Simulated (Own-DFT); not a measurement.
# PBE and PBEsol under strain: C49 TiSi2, 60 atoms (Si40Ti20)

Everything here is calculated. The program is Own-DFT (plane waves, in-house, since retired, never reviewed by a person); positions were held fixed, and spin and spin-orbit coupling were off.

Keep in mind: forces on such cells moved up to 12 meV/angstrom on a denser k mesh; stress not checked against mesh or cutoff.

Each geometry was run with PBE and with PBEsol, otherwise alike: PseudoDojo norm-conserving scalar-relativistic files made for PBE; cutoff 42 hartree; 4 x 4 x 4 k mesh centred on Gamma; cold (Marzari-Vanderbilt) smearing of 0.2 eV. Unstrained cell vectors in Å: (5.295, -6.759, 3.565); (7.060, 0.000, -7.130); (5.295, 6.759, 3.565). Each has a uniform strain, of which the change of volume is shown, and random moves of rms u per axis.

| run | volume change (%) | u (Å) | P with PBE (GPa) | P with PBEsol (GPa) |
|---|---|---|---|---|
| 1 | 4.81 | 0.0471 | -3.15 | -6.29 |
| 2 | -1.82 | 0.0465 | 6.11 | 2.71 |
| 3 | -0.51 | 0.0515 | 4.46 | 1.11 |
| 4 | -2.68 | 0.0535 | 7.83 | 4.40 |
| 5 | 4.70 | 0.0472 | -3.27 | -6.42 |
| 6 | -0.14 | 0.0502 | 3.57 | 0.25 |
| 7 | -0.08 | 0.0476 | 3.14 | -0.19 |
| 8 | -1.42 | 0.0483 | 5.26 | 1.87 |
| 9 | -0.84 | 0.0466 | 4.69 | 1.33 |
| 10 | -1.45 | 0.0482 | 5.35 | 1.96 |
| 11 | 4.69 | 0.0519 | -2.97 | ? |

Question: by how much does PBEsol shrink this cell, and what belongs in the blank?

## Solution

Write v for the change of volume as a fraction. Fitted to v and u², the PBE pressure has a slope of -140 ± 3 GPa in v, with the ions held to the strained lattice. The difference PBEsol less PBE is -3.33 + 3.9 v GPa (slope ± 0.1) and averages -3.32 GPa. Divided by the mean slope of the two, 138 GPa, that makes PBEsol's volume at a given pressure, near 2 GPa, about 2.4 % smaller, or 0.80 % in lengths. At one volume PBEsol's slope is the smaller by 4 GPa, but its pressure there is lower too. If stiffness rises by about 4 GPa for each GPa, PBEsol at equal pressure is stiffer by about 9 GPa. Files made for PBEsol would give a different shift.

For run 11 the line gives -6.12 GPa. Computed: -6.12 GPa.
